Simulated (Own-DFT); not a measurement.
Hf₃₆O₇₁ (tetragonal hafnia with one neutral oxygen vacancy, atoms displaced) (calculated)

All values are calculated (Own-DFT development build). A calculation, not a measurement: plane-wave PBE and HSE06 DFT by an unreviewed code, no spin, of a simulated cell at Gamma alone, so results move with cell size and shape, stress positive in tension, energies less offsets, not probed for a lower state with spin; hafnium file: forces about 75 meV/angstrom off all-electron values; oxygen file: force components 24 meV/angstrom off all-electron in a glass; k mesh not checked against a denser one; forces and stress are PBE's, HSE06 gives the energy alone, and its difference from PBE has offsets of its own; offsets are fitted by least squares, one for each functional and potential file, so energies compare only between cells with the same atoms and settings and are not formation energies; the far tail of each file's local potential was reset to the Coulomb form; each entry is a single point on an unrelaxed cell, so the pressure reflects the starting lattice, taken from the Materials Project, from which strain is counted, and rises with the displacements; printed positions are rounded, which can move forces by about a meV/angstrom; the program is a retired in-house code; no spin-orbit coupling.

Common to all runs: first functional PBE; second functional HSE06; exact exchange share 0.25; screening 0.11 1/bohr; exchange divergence Gygi-Baldereschi; potential files PseudoDojo norm-conserving, scalar-relativistic, made for PBE, standard set; wave cutoff 48 hartree; occupations fixed; k mesh 1 x 1 x 1 centred on Gamma.

(1) Hf₃₆O₇₁ (tetragonal hafnia with one neutral oxygen vacancy, atoms displaced)

```
Hf36O71
1.0
     10.7800     0.0000     0.0000
      0.0000    10.7800     0.0000
      0.0000     0.0000    10.4493
Hf O Hf O Hf O Hf O Hf O Hf O Hf O Hf O Hf O Hf O Hf O Hf O Hf O Hf O Hf O Hf O Hf O Hf O
2 4 2 4 2 4 2 4 2 4 2 4 2 4 2 4 2 4 2 4 2 4 2 4 2 4 2 4 2 4 2 3 2 4 2 4
Direct
  0.00358 0.00194 0.99528
  0.16079 0.16483 0.25093
  0.00144 0.16827 0.15058
  0.16505 0.99798 0.34886
  0.00056 0.16707 0.40344
  0.17220 0.00621 0.09548
  0.00206 0.99955 0.49706
  0.16710 0.16606 0.75367
  0.99686 0.16301 0.65247
  0.16478 0.99776 0.84795
  0.00077 0.16637 0.90261
  0.16720 0.99987 0.59887
  0.99983 0.33683 0.00118
  0.17535 0.49994 0.25275
  0.00167 0.49890 0.15276
  0.16995 0.32741 0.34037
  0.99896 0.49712 0.40223
  0.16673 0.33249 0.10205
  0.99709 0.33506 0.49913
  0.16955 0.49667 0.74578
  0.00321 0.49652 0.65254
  0.16837 0.33443 0.85046
  0.00413 0.49902 0.90725
  0.16830 0.33402 0.60097
  0.99969 0.66774 0.99961
  0.16737 0.83644 0.25180
  0.99840 0.83540 0.15411
  0.16354 0.66720 0.34828
  0.00244 0.83421 0.40105
  0.16175 0.66450 0.09788
  0.99884 0.66748 0.49513
  0.17328 0.83709 0.74878
  0.00408 0.83083 0.65189
  0.16267 0.67055 0.84838
  0.99673 0.83181 0.90371
  0.16523 0.67148 0.59683
  0.33737 0.99928 0.00143
  0.49903 0.16244 0.25110
  0.33051 0.16588 0.15647
  0.50377 0.00427 0.34689
  0.33369 0.16638 0.40881
  0.50065 0.99988 0.09811
  0.33665 0.00068 0.50090
  0.50138 0.16668 0.75195
  0.33558 0.16478 0.65186
  0.49914 0.00215 0.84731
  0.33899 0.16769 0.89951
  0.50023 0.99847 0.60119
  0.33082 0.33032 0.99716
  0.49686 0.50062 0.24923
  0.33576 0.49556 0.15555
  0.49314 0.33698 0.34596
  0.33317 0.49462 0.40472
  0.50258 0.33266 0.09679
  0.33198 0.33218 0.49850
  0.50297 0.50071 0.75304
  0.32766 0.49667 0.65203
  0.49734 0.33250 0.84639
  0.33704 0.49936 0.90307
  0.49673 0.32781 0.60110
  0.33224 0.66586 0.99821
  0.50211 0.83660 0.24614
  0.33879 0.83164 0.15600
  0.49393 0.66868 0.34571
  0.33224 0.83254 0.40555
  0.49586 0.66924 0.09822
  0.32943 0.66570 0.49965
  0.49750 0.83618 0.74956
  0.33623 0.83569 0.65089
  0.50212 0.66868 0.85027
  0.33286 0.82978 0.90539
  0.49811 0.66708 0.59682
  0.66420 0.99979 0.99945
  0.83201 0.16911 0.24706
  0.66641 0.16856 0.15445
  0.82994 0.99516 0.34954
  0.66801 0.16686 0.39515
  0.83271 0.99778 0.09977
  0.66437 0.99559 0.49926
  0.82730 0.16635 0.75211
  0.66675 0.16424 0.65349
  0.83005 0.00181 0.85277
  0.66658 0.16351 0.89851
  0.83240 0.99687 0.58714
  0.66636 0.32624 0.99819
  0.83605 0.49732 0.24491
  0.67191 0.49957 0.15382
  0.82911 0.33523 0.34467
  0.66635 0.49945 0.40596
  0.82749 0.33891 0.09745
  0.67096 0.33659 0.49655
  0.83251 0.50102 0.75039
  0.66411 0.50000 0.64695
  0.83742 0.33571 0.84915
  0.83120 0.33047 0.59962
  0.66872 0.66602 0.99690
  0.83712 0.83140 0.24961
  0.66310 0.83010 0.14897
  0.83159 0.66350 0.34718
  0.66231 0.83899 0.40579
  0.83872 0.66457 0.09940
  0.66590 0.66596 0.49777
  0.83390 0.83250 0.75026
  0.66747 0.83521 0.64905
  0.83165 0.66438 0.84623
  0.66416 0.83660 0.89834
  0.83354 0.66482 0.59741
```

* PBE energy of cell above offsets: -100.716 eV
* HSE06 less PBE above offsets: -0.140 eV
* PBE pressure: 0.97 GPa
* PBE stress xx: 0.21 GPa
* PBE stress yy: -1.45 GPa
* PBE stress zz: -1.67 GPa
* PBE stress yz: -0.05 GPa
* PBE stress xz: 0.11 GPa
* PBE stress xy: 0.01 GPa

Force:
```csv
element,x (eV/Å),y (eV/Å),z (eV/Å)
Hf,-0.713,-0.431,0.719
Hf,0.794,0.001,-0.391
O,-0.926,-0.095,-0.01
O,0.009,0.344,-0.077
O,-0.136,0.184,-0.419
O,-0.71,-0.707,0.046
Hf,-0.452,0.253,0.869
Hf,-0.286,0.207,-1.241
O,0.34,0.119,0.503
O,0.209,0.53,0.363
O,0.197,0.369,0.012
O,0.32,-0.001,-0.138
Hf,0.226,-0.098,0.395
Hf,-1.351,-0.469,-0.486
O,0.357,-0.422,0.255
O,-0.181,1.154,1.172
O,0.188,0.209,0.06
O,0.101,0.111,-0.942
Hf,0.512,-0.43,0.866
Hf,-0.787,0.712,0.902
O,-0.648,0.059,-0.01
O,0.121,-0.484,0.061
O,-0.36,0.398,-0.576
O,-0.858,-0.384,-0.527
Hf,0.664,-0.42,-0.061
Hf,0.093,-0.695,-0.24
O,1.024,0.168,-0.12
O,0.344,-0.105,-0.094
O,-0.235,-0.489,-0.263
O,1.286,0.162,0.207
Hf,0.182,-0.038,0.77
Hf,-1.159,-1.13,-0.367
O,-0.749,0.268,0.336
O,0.517,-0.538,-0.474
O,-0.308,0.699,-0.124
O,0.201,-0.309,-0.223
Hf,-0.382,0.307,-0.142
Hf,-0.033,1.913,0.116
O,0.595,-0.084,-0.319
O,-0.594,-1.04,0.36
O,0.08,-0.614,-0.704
O,-0.097,0.216,0.163
Hf,-0.419,0.138,0.493
Hf,-0.504,0.555,-1.296
O,-0.703,-0.296,0.695
O,-0.228,-0.718,0.579
O,-0.564,-0.701,0.503
O,-0.091,-0.079,-0.237
Hf,0.322,0.422,0.871
Hf,1.305,-0.023,0.031
O,-0.469,0.341,-0.618
O,0.383,-0.779,-0.04
O,-0.571,1.509,-0.547
O,-0.361,-0.049,-0.53
Hf,0.76,-0.605,0.913
Hf,-0.64,-0.209,-0.576
O,1.404,0.534,-0.094
O,0.763,0.47,0.356
O,-0.208,0.161,0.031
O,0.806,0.418,-0.696
Hf,-0.292,-0.413,0.477
Hf,0.183,-0.886,0.949
O,-1.495,0.44,-0.415
O,0.399,-0.263,0.028
O,-0.172,0.402,-0.22
O,0.855,-0.499,-0.56
Hf,0.571,0.016,0.057
Hf,1.207,-0.265,-0.287
O,-0.31,-0.114,0.302
O,0.367,-0.44,-0.293
O,0.167,0.971,-0.435
O,-0.053,-0.121,0.056
Hf,1.312,-0.582,0.128
Hf,-0.28,-1.232,0.725
O,-0.049,-0.229,-0.942
O,0.492,0.732,-0.925
O,-0.033,0.359,0.831
O,-0.004,0.289,-0.486
Hf,0.594,1.467,0.169
Hf,1.011,-0.056,-0.637
O,0.003,0.023,-0.119
O,0.34,-0.415,-0.801
O,-0.024,0.468,0.378
O,0.392,-0.076,1.247
Hf,-0.617,1.355,0.312
Hf,0.153,0.594,0.122
O,-1.439,0.589,-0.569
O,0.369,-0.431,0.534
O,-0.214,0.401,-0.571
O,1.102,-0.731,-0.134
Hf,-1.355,-1.138,0.343
Hf,0.186,-0.365,-0.643
O,0.487,-0.015,1.201
O,-0.674,-0.258,-0.06
O,0.324,0.313,-0.324
Hf,-0.531,-0.123,0.614
Hf,-0.744,0.564,-0.063
O,1.019,0.026,0.097
O,0.047,0.592,0.164
O,-0.119,-2.066,-0.987
O,-1.106,0.313,-0.492
Hf,-0.22,0.43,0.342
Hf,0.289,0.6,-0.577
O,-0.163,-0.27,0.666
O,-0.587,0.099,0.404
O,0.268,-0.584,0.403
O,-0.041,0.044,-0.078
```

(2) Hf₃₆O₇₁ (tetragonal hafnia with one neutral oxygen vacancy, atoms displaced)

```
Hf36O71
1.0
     10.7800     0.0000     0.0000
      0.0000    10.7800     0.0000
      0.0000     0.0000    10.4493
Hf O Hf O Hf O Hf O Hf O Hf O Hf O Hf O Hf O Hf O Hf O Hf O Hf O Hf O Hf O Hf O Hf O Hf O
2 4 2 4 2 4 2 4 2 4 2 4 2 4 2 4 2 4 2 4 2 4 2 4 2 3 2 4 2 4 2 4 2 4 2 4
Direct
  0.99474 0.00092 0.01047
  0.16063 0.16630 0.26058
  0.99025 0.17004 0.15079
  0.16074 0.97696 0.35427
  0.99708 0.16514 0.40908
  0.16534 0.01126 0.09999
  0.00672 0.01025 0.51190
  0.17749 0.16051 0.75265
  0.99853 0.17234 0.65404
  0.16777 0.99356 0.83091
  0.00183 0.16873 0.91101
  0.17404 0.99873 0.60328
  0.00922 0.32607 0.01334
  0.16686 0.49525 0.25474
  0.99580 0.50695 0.15324
  0.15212 0.32270 0.34991
  0.99991 0.49367 0.41302
  0.18592 0.32190 0.09507
  0.00434 0.33097 0.51132
  0.15955 0.50026 0.75441
  0.99817 0.48038 0.64018
  0.15885 0.33805 0.84570
  0.00569 0.50248 0.90301
  0.17305 0.33135 0.57989
  0.99964 0.67090 0.00790
  0.17138 0.82151 0.24512
  0.98175 0.82552 0.15502
  0.16542 0.67753 0.35743
  0.98601 0.83734 0.39960
  0.15914 0.66186 0.09510
  0.99575 0.66776 0.50023
  0.17144 0.82664 0.74594
  0.99961 0.82923 0.64998
  0.16416 0.67222 0.83653
  0.00784 0.82845 0.89703
  0.15932 0.67181 0.58714
  0.33311 0.99524 0.01083
  0.48823 0.17101 0.24716
  0.33074 0.17572 0.15613
  0.49936 0.99525 0.36276
  0.31160 0.16969 0.39934
  0.50856 0.99660 0.10160
  0.34981 0.98966 0.51751
  0.50579 0.15942 0.74568
  0.32363 0.16312 0.67456
  0.50826 0.00285 0.84885
  0.34015 0.16650 0.90269
  0.50436 0.99123 0.59935
  0.33386 0.33722 0.00294
  0.48813 0.50880 0.24654
  0.32248 0.50872 0.13655
  0.50790 0.33390 0.34493
  0.33371 0.50840 0.40112
  0.50376 0.33199 0.07790
  0.34026 0.33554 0.49078
  0.50414 0.50667 0.74079
  0.32868 0.49056 0.65691
  0.50229 0.32604 0.83610
  0.33027 0.50285 0.91485
  0.48858 0.32553 0.60375
  0.32891 0.66670 0.98615
  0.49205 0.82552 0.25550
  0.34494 0.82699 0.14339
  0.49672 0.67050 0.34468
  0.33943 0.81811 0.41420
  0.50833 0.65929 0.09138
  0.34649 0.66702 0.48420
  0.50349 0.82064 0.75723
  0.33073 0.83044 0.65951
  0.50375 0.66959 0.85263
  0.33886 0.81809 0.90119
  0.49359 0.67238 0.59522
  0.66737 0.00032 0.99551
  0.84019 0.16592 0.25076
  0.66987 0.15813 0.14908
  0.66811 0.15861 0.42323
  0.84121 0.00241 0.10373
  0.65927 0.99071 0.48951
  0.83719 0.15972 0.74917
  0.67851 0.17863 0.64201
  0.83229 0.00145 0.83830
  0.66668 0.16586 0.90981
  0.83668 0.99436 0.60268
  0.65878 0.32790 0.99333
  0.84005 0.49604 0.23831
  0.66637 0.49868 0.14395
  0.82611 0.33360 0.34214
  0.67361 0.49444 0.39208
  0.82951 0.31798 0.08951
  0.67827 0.32659 0.50534
  0.82568 0.50640 0.75329
  0.66992 0.50922 0.64326
  0.82547 0.32729 0.85789
  0.67914 0.50278 0.90677
  0.81984 0.32872 0.59234
  0.65397 0.66409 0.00149
  0.82374 0.82519 0.24813
  0.67414 0.82688 0.15311
  0.82655 0.67686 0.33942
  0.67174 0.83066 0.41202
  0.84186 0.67417 0.09132
  0.66030 0.66972 0.48946
  0.83404 0.82561 0.74660
  0.66831 0.82492 0.64952
  0.82694 0.66426 0.84840
  0.65569 0.83061 0.90149
  0.83391 0.66969 0.59085
```

- PBE energy of cell above offsets: -84.894 eV
- HSE06 less PBE above offsets: 0.674 eV
- PBE pressure: 7.19 GPa
- PBE stress xx: -7.15 GPa
- PBE stress yy: -6.89 GPa
- PBE stress zz: -7.52 GPa
- PBE stress yz: 1.78 GPa
- PBE stress xz: 0.6 GPa
- PBE stress xy: -0.21 GPa

Force:
```csv
element,x (eV/Å),y (eV/Å),z (eV/Å)
Hf,0.554,-0.851,-2.225
Hf,0.296,-2.864,-0.386
O,3.464,0.272,0.458
O,0.842,1.619,-1.168
O,-0.091,-0.31,-1.475
O,0.725,-0.887,-0.017
Hf,-0.85,-3.388,-0.683
Hf,-5.144,0.629,2.489
O,1.081,-0.178,-0.102
O,0.683,0.253,2.751
O,0.185,-1.026,0.029
O,0.077,0.503,-1.019
Hf,-1.996,0.675,-2.919
Hf,-1.453,0.889,0.217
O,3.405,-1.411,-0.139
O,0.345,3.265,-1.382
O,0.285,1.134,-2.412
O,-4.691,0.641,2.622
Hf,-1.183,0.558,-0.572
Hf,-0.772,-0.185,-1.265
O,-0.286,1.123,2.831
O,0.772,-1.055,0.333
O,-0.165,-0.119,0.37
O,0.923,-0.322,1.259
Hf,-1.024,0.128,-2.796
Hf,-3.381,1.657,0.544
O,4.823,0.812,-0.903
O,0.293,-2.388,-2.08
O,-0.082,-0.081,0.99
O,2.381,0.955,1.165
Hf,0.379,1.639,-0.965
Hf,-3.079,1.354,-1.178
O,0.151,0.058,0.489
O,1.113,-2.582,1.818
O,-0.808,1.179,1.269
O,1.801,-0.642,0.896
Hf,0.762,1.257,-2.143
Hf,3.243,-0.987,0.277
O,0.417,-1.277,-0.051
O,-1.248,0.015,-1.516
O,1.766,-1.149,0.914
O,-2.292,0.01,0.306
Hf,-4.45,0.315,-1.748
Hf,0.544,1.783,0.586
O,6.343,-0.56,-4.387
O,-0.548,-1.571,-0.01
O,-0.736,-0.827,1.648
O,0.645,0.81,2.175
Hf,1.878,-1.216,-3.357
Hf,3.177,-2.272,-1.475
O,1.133,-0.556,3.292
O,-1.916,0.286,-1.046
O,-0.119,-2.947,-2.627
O,-2.91,0.111,3.378
Hf,-0.413,-0.189,1.831
Hf,-0.894,-2.618,0.267
O,1.163,0.954,0.191
O,0.53,2.067,0.249
O,0.401,-0.78,-2.802
O,1.049,0.216,-1.462
Hf,-0.727,-1.716,2.845
Hf,2.797,4.045,-1.941
O,-1.84,0.138,0.804
O,0.58,-2.013,0.655
O,0.597,6.097,-3.407
O,-5.013,-0.004,2.949
Hf,-4.14,-2.585,5.997
Hf,0.791,3.35,-1.158
O,2.607,0.522,-1.284
O,-0.26,-3.161,-0.144
O,0.064,4.526,-0.823
O,1.302,-0.703,0.81
Hf,0.625,0.317,0.859
Hf,-3.532,-0.508,0.801
O,-1.413,0.406,1.449
O,-0.149,0.789,-2.902
O,-1.82,0.013,-0.476
Hf,3.493,1.945,2.09
Hf,-0.736,2.036,0.091
O,-2.335,-1.704,3.055
O,-0.148,-1.811,2.058
O,-0.408,-1.527,-1.771
O,-0.589,0.367,-1.203
Hf,4.1,1.006,-0.6
Hf,-4.342,0.108,2.205
O,-0.523,0.291,1.06
O,0.618,-0.477,-0.141
O,-1.337,1.971,0.836
O,1.138,1.426,1.174
Hf,-4.207,0.614,-3.218
Hf,1.38,-2.071,0.652
O,-1.63,-0.113,0.683
O,0.593,0.853,-2.398
O,-1.374,-0.552,-1.613
O,5.945,0.964,2.46
Hf,5.784,0.109,-1.06
Hf,2.562,3.417,1.175
O,-4.269,-0.068,-0.742
O,-0.08,-4.731,1.316
O,-0.87,-0.526,-2.694
O,-3.17,-1.351,0.564
Hf,3.096,-3.02,1.531
Hf,0.99,0.938,-0.678
O,-1.035,-0.187,0.626
O,0.424,0.787,-0.683
O,0.407,0.352,0.071
O,-1.051,-0.494,0.789
```
